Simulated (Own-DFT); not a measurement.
# One trend across several semiconductors

No measurement is shown. These are fixed-geometry runs of a retired plane-wave code named Own-DFT, which no person has reviewed; spin and spin-orbit coupling are neglected.

Known weak points (not all hold for every row): forces on such cells moved up to 12 meV/angstrom on a denser k mesh; forces not confirmed at this smearing and k mesh; k mesh not checked against a denser one; forces on such cells passed a denser k mesh, each cell not checked; stress not checked against mesh or cutoff.

All runs are PBE with PseudoDojo norm-conserving files; cutoff and k mesh are each material's own. Every cell starts from measured lattice constants and was given uniform random strains and small random moves of its atoms. Each triple is the change of volume in per cent, the rms move u in Å and the pressure in GPa.

- 3C SiC (C48Si48), 10.36 Å³/atom unstrained: (-2.03, 0.051, 10.62); (-1.44, 0.049, 8.87); (-0.60, 0.049, 7.06); (1.37, 0.045, 2.20); (1.39, 0.051, 2.26); (2.39, 0.051, 0.88); (2.45, 0.049, 0.02)
- wurtzite AlN (Al36N36), 10.45 Å³/atom unstrained: (-3.22, 0.047, 12.56); (-1.60, 0.045, 8.93); (-1.58, 0.055, 9.56); (-1.31, 0.053, 9.42); (0.32, 0.050, 4.71); (1.93, 0.049, 1.87); (2.01, 0.052, 1.98)
- wurtzite GaN (Ga48N48), 11.42 Å³/atom unstrained: withheld
- diamond silicon (Si64), 20.02 Å³/atom unstrained: (-2.85, 0.049, 5.71); (-1.10, 0.051, 3.96); (-0.50, 0.049, 2.95); (1.67, 0.050, 1.16); (2.81, 0.052, 0.04); (3.14, 0.050, 0.11); (3.15, 0.049, -0.37)
- zincblende GaAs (As32Ga32), 22.58 Å³/atom unstrained: (-3.02, 0.055, 6.86); (-2.75, 0.044, 6.50); (-1.96, 0.046, 5.59); (-0.95, 0.053, 4.91); (-0.92, 0.050, 4.88); (-0.74, 0.054, 4.74); (2.11, 0.047, 2.34)
- zincblende InP (In32P32), 25.27 Å³/atom unstrained: (-1.56, 0.051, 4.96); (-0.99, 0.049, 4.49); (-0.95, 0.049, 4.44); (-0.20, 0.051, 3.98); (0.20, 0.048, 3.49); (0.25, 0.049, 3.47); (1.12, 0.053, 2.77)
- grey tin (Sn64), 34.15 Å³/atom unstrained: (-3.11, 0.051, 5.50); (-1.56, 0.048, 4.61); (-1.44, 0.050, 4.53); (-0.41, 0.047, 3.85); (0.00, 0.046, 3.59); (0.14, 0.049, 3.59); (1.83, 0.050, 2.91)

## Fit

Fit a line to each set against the fractional change of volume; B is minus its slope, and u is nearly the same within a set. To take it to zero pressure, assume that B rises by 4 GPa for each GPa: B0 = B - 4 x (mean pressure). The bond length of an ideal tetrahedral crystal with the unstrained volume v is d = (√3/4)(8 v)^(1/3). Cohen's empirical rule reads B0 = (1971 - 220 L) d^(-3.5) GPa, with L = 0 for group IV crystals and SiC and 1 for III-V compounds.

```
material,L,d (Å),B (GPa),mean P (GPa),B0 (GPa),rule (GPa)
3C SiC (C48Si48),0,1.888,228 ± 8,4.6,210 ± 8,213
wurtzite AlN (Al36N36),1,1.893,210 ± 10,7.0,182 ± 10,188
wurtzite GaN (Ga48N48),1,1.950,?,?,?,169
diamond silicon (Si64),0,2.352,96 ± 4,1.9,89 ± 4,99
zincblende GaAs (As32Ga32),1,2.448,86 ± 3,5.1,66 ± 3,76
zincblende InP (In32P32),1,2.541,82 ± 3,3.9,66 ± 3,67
grey tin (Sn64),0,2.810,54 ± 3,4.1,38 ± 3,53
```

A line through ln[B0/(1971 - 220 L)] against ln d has a slope of -4.1 ± 0.3 and a scatter of 10 %. Against the rule, B0 stands at 99 % for 3C SiC, 97 % for wurtzite AlN, 90 % for diamond silicon, 86 % for zincblende GaAs, 98 % for zincblende InP, 72 % for grey tin. PBE tends to make silicon and heavier crystals too soft, and the rule itself is only a guide.

## Check

Question: what B0 does the fitted trend give for wurtzite GaN (Ga48N48)?

Estimate: 166 GPa. Its own runs give B = 208 ± 5 GPa at a mean pressure of 9.5 GPa, so B0 = 170 GPa.
